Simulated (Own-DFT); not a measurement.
# Bulk modulus against bond length in tetrahedral crystals

No measurement is shown. These are fixed-geometry runs of a retired plane-wave code named Own-DFT, which no person has reviewed; spin and spin-orbit coupling are neglected.

Keep in mind (not all hold for every row): forces on such cells moved up to 12 meV/angstrom on a denser k mesh; forces not confirmed at this smearing and k mesh; k mesh not checked against a denser one; forces on such cells passed a denser k mesh, each cell not checked; stress not checked against mesh or cutoff.

All runs are PBE with PseudoDojo norm-conserving files; cutoff and k mesh are each material's own. Every cell starts from measured lattice constants and was given uniform random strains and small random moves of its atoms. Each triple is the change of volume in per cent, the rms move u in Å and the pressure in GPa.

- 4H SiC (C36Si36), 10.36 Å³/atom unstrained: (-1.81, 0.051, 9.88); (-1.75, 0.045, 9.13); (-0.84, 0.052, 7.76); (-0.81, 0.049, 7.28); (-0.49, 0.051, 6.76); (-0.02, 0.053, 6.01); (3.27, 0.051, -1.04)
- wurtzite AlN (Al36N36), 10.45 Å³/atom unstrained: (-1.41, 0.048, 8.95); (-1.02, 0.051, 8.37); (-0.49, 0.047, 6.85); (1.51, 0.049, 2.73); (1.81, 0.048, 1.84); (1.82, 0.051, 2.08); (3.24, 0.047, -1.17)
- wurtzite GaN (Ga36N36), 11.42 Å³/atom unstrained: withheld
- diamond silicon (Si64), 20.02 Å³/atom unstrained: (-1.86, 0.048, 4.53); (-1.73, 0.045, 4.69); (-1.11, 0.050, 3.87); (-0.26, 0.051, 2.93); (0.28, 0.047, 2.61); (0.70, 0.052, 2.05); (1.05, 0.047, 1.74)
- zincblende GaP (Ga32P32), 20.24 Å³/atom unstrained: (-2.68, 0.047, 6.19); (-2.13, 0.051, 5.52); (-1.02, 0.050, 4.35); (-0.75, 0.057, 3.97); (-0.43, 0.052, 3.48); (1.53, 0.050, 1.76); (3.92, 0.051, 0.39)
- zincblende InP (In48P48), 25.27 Å³/atom unstrained: (-1.54, 0.049, 4.73); (0.29, 0.050, 3.53); (0.41, 0.048, 3.28); (0.50, 0.053, 3.24); (2.43, 0.050, 2.08); (3.11, 0.047, 1.62); (3.83, 0.049, 1.05)
- grey tin (Sn64), 34.15 Å³/atom unstrained: (-1.87, 0.049, 4.83); (-1.19, 0.050, 4.38); (-0.81, 0.048, 4.19); (0.55, 0.049, 3.40); (0.87, 0.046, 3.28); (0.90, 0.051, 3.31); (1.80, 0.050, 2.95)

## What the rows give

Fit a line to each set against the fractional change of volume; B is minus its slope, and u is nearly the same within a set. To take it to zero pressure, assume that B rises by 4 GPa for each GPa: B0 = B - 4 x (mean pressure). The bond length of an ideal tetrahedral crystal with the unstrained volume v is d = (√3/4)(8 v)^(1/3). Cohen's empirical rule reads B0 = (1971 - 220 L) d^(-3.5) GPa, with L = 0 for group IV crystals and SiC and 1 for III-V compounds.

```
                material  L  d (Å)  B (GPa)  mean P (GPa)  B0 (GPa)  rule (GPa)
        4H SiC (C36Si36)  0  1.888  209 ± 6           6.5   183 ± 6         213
  wurtzite AlN (Al36N36)  1  1.893  219 ± 4           4.2   202 ± 4         188
  wurtzite GaN (Ga36N36)  1  1.950        ?             ?         ?         169
  diamond silicon (Si64)  0  2.352  100 ± 4           3.2    87 ± 4          99
zincblende GaP (Ga32P32)  1  2.360   88 ± 6           3.7    74 ± 6          87
zincblende InP (In48P48)  1  2.541   67 ± 2           2.8    56 ± 2          67
         grey tin (Sn64)  0  2.810   52 ± 2           3.8    37 ± 2          53
```

A line through ln[B0/(1971 - 220 L)] against ln d has a slope of -4.2 ± 0.3 and a scatter of 9 %. Against the rule, B0 stands at 86 % for 4H SiC, 108 % for wurtzite AlN, 88 % for diamond silicon, 85 % for zincblende GaP, 83 % for zincblende InP, 70 % for grey tin. PBE tends to make silicon and heavier crystals too soft, and the rule itself is only a guide.

## The run left out

Asked: what B0 does the fitted trend give for wurtzite GaN (Ga36N36)?

Estimate: 162 GPa. Its own runs give B = 198 ± 10 GPa at a mean pressure of 7.1 GPa, so B0 = 170 GPa.
